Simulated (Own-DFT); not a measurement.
# Short bonds, stiff crystals?

Source: density functional calculations with Own-DFT, an unreviewed in-house program that is no longer used. Nothing was measured or relaxed, and spin and spin-orbit coupling are left out.

Keep in mind (not all hold for every row): forces on such cells moved up to 12 meV/angstrom on a denser k mesh; forces not confirmed at this smearing and k mesh; k mesh not checked against a denser one; forces on such cells passed a denser k mesh, each cell not checked; stress not checked against mesh or cutoff.

All runs are PBE with PseudoDojo norm-conserving files; cutoff and k mesh are each material's own. Every cell starts from measured lattice constants and was given uniform random strains and small random moves of its atoms. Each triple is the change of volume in per cent, the rms move u in Å and the pressure in GPa.

- 4H SiC (C36Si36), 10.36 Å³/atom unstrained: (-2.17, 0.050, 10.28); (-0.39, 0.053, 6.34); (0.46, 0.050, 4.25); (0.55, 0.050, 3.93); (1.37, 0.049, 2.32); (1.65, 0.049, 1.42); (2.37, 0.051, -0.15)
- wurtzite AlN (Al36N36), 10.45 Å³/atom unstrained: (-2.74, 0.047, 12.03); (-2.62, 0.050, 12.04); (-1.06, 0.050, 7.78); (0.93, 0.051, 4.39); (1.28, 0.047, 2.80); (2.69, 0.049, 0.66); (3.06, 0.051, -0.14)
- wurtzite GaN (Ga36N36), 11.42 Å³/atom unstrained: (-2.37, 0.051, 13.70); (-1.92, 0.048, 12.03); (-1.45, 0.051, 10.68); (0.33, 0.052, 7.25); (1.36, 0.050, 4.53); (1.75, 0.052, 4.16); (2.60, 0.049, 3.05)
- diamond silicon (Si64), 20.02 Å³/atom unstrained: (-2.98, 0.050, 5.89); (-1.59, 0.047, 4.07); (-0.95, 0.048, 3.55); (-0.75, 0.048, 3.46); (0.66, 0.049, 1.93); (2.07, 0.052, 1.02); (2.95, 0.047, -0.15)
- zincblende GaAs (As32Ga32), 22.58 Å³/atom unstrained: (-2.75, 0.044, 6.50); (-1.95, 0.053, 5.81); (-1.34, 0.050, 5.36); (0.00, 0.050, 4.15); (1.13, 0.049, 3.24); (1.84, 0.051, 2.77); (2.27, 0.050, 2.34)
- zincblende InP (In48P48), 25.27 Å³/atom unstrained: withheld
- grey tin (Sn64), 34.15 Å³/atom unstrained: (-2.06, 0.050, 4.80); (-1.66, 0.046, 4.59); (-1.11, 0.053, 4.35); (-1.09, 0.052, 4.34); (-0.89, 0.048, 4.10); (-0.24, 0.049, 3.95); (1.51, 0.050, 2.95)

## Working it out

Fit a line to each set against the fractional change of volume; B is minus its slope, and u is nearly the same within a set. To take it to zero pressure, assume that B rises by 4 GPa for each GPa: B0 = B - 4 x (mean pressure). The bond length of an ideal tetrahedral crystal with the unstrained volume v is d = (√3/4)(8 v)^(1/3). Cohen's empirical rule reads B0 = (1971 - 220 L) d^(-3.5) GPa, with L = 0 for group IV crystals and SiC and 1 for III-V compounds.

| material | L | d (Å) | B (GPa) | mean P (GPa) | B0 (GPa) | rule (GPa) |
|---|---|---|---|---|---|---|
| 4H SiC (C36Si36) | 0 | 1.888 | 231 ± 3 | 4.1 | 215 ± 3 | 213 |
| wurtzite AlN (Al36N36) | 1 | 1.893 | 211 ± 8 | 5.7 | 189 ± 8 | 188 |
| wurtzite GaN (Ga36N36) | 1 | 1.950 | 214 ± 11 | 7.9 | 182 ± 11 | 169 |
| diamond silicon (Si64) | 0 | 2.352 | 97 ± 4 | 2.8 | 85 ± 4 | 99 |
| zincblende GaAs (As32Ga32) | 1 | 2.448 | 82 ± 1 | 4.3 | 65 ± 1 | 76 |
| zincblende InP (In48P48) | 1 | 2.541 | ? | ? | ? | 67 |
| grey tin (Sn64) | 0 | 2.810 | 51 ± 2 | 4.2 | 35 ± 2 | 53 |

A line through ln[B0/(1971 - 220 L)] against ln d has a slope of -4.5 ± 0.2 and a scatter of 6 %. Against the rule, B0 stands at 101 % for 4H SiC, 101 % for wurtzite AlN, 108 % for wurtzite GaN, 86 % for diamond silicon, 86 % for zincblende GaAs, 66 % for grey tin. PBE tends to make silicon and heavier crystals too soft, and the rule itself is only a guide.

## Withheld run

Question: what B0 does the fitted trend give for zincblende InP (In48P48)?

From the line: 52 GPa. Its own runs give B = 75 ± 3 GPa at a mean pressure of 3.0 GPa, so B0 = 62 GPa. It lies off the trend of the others.
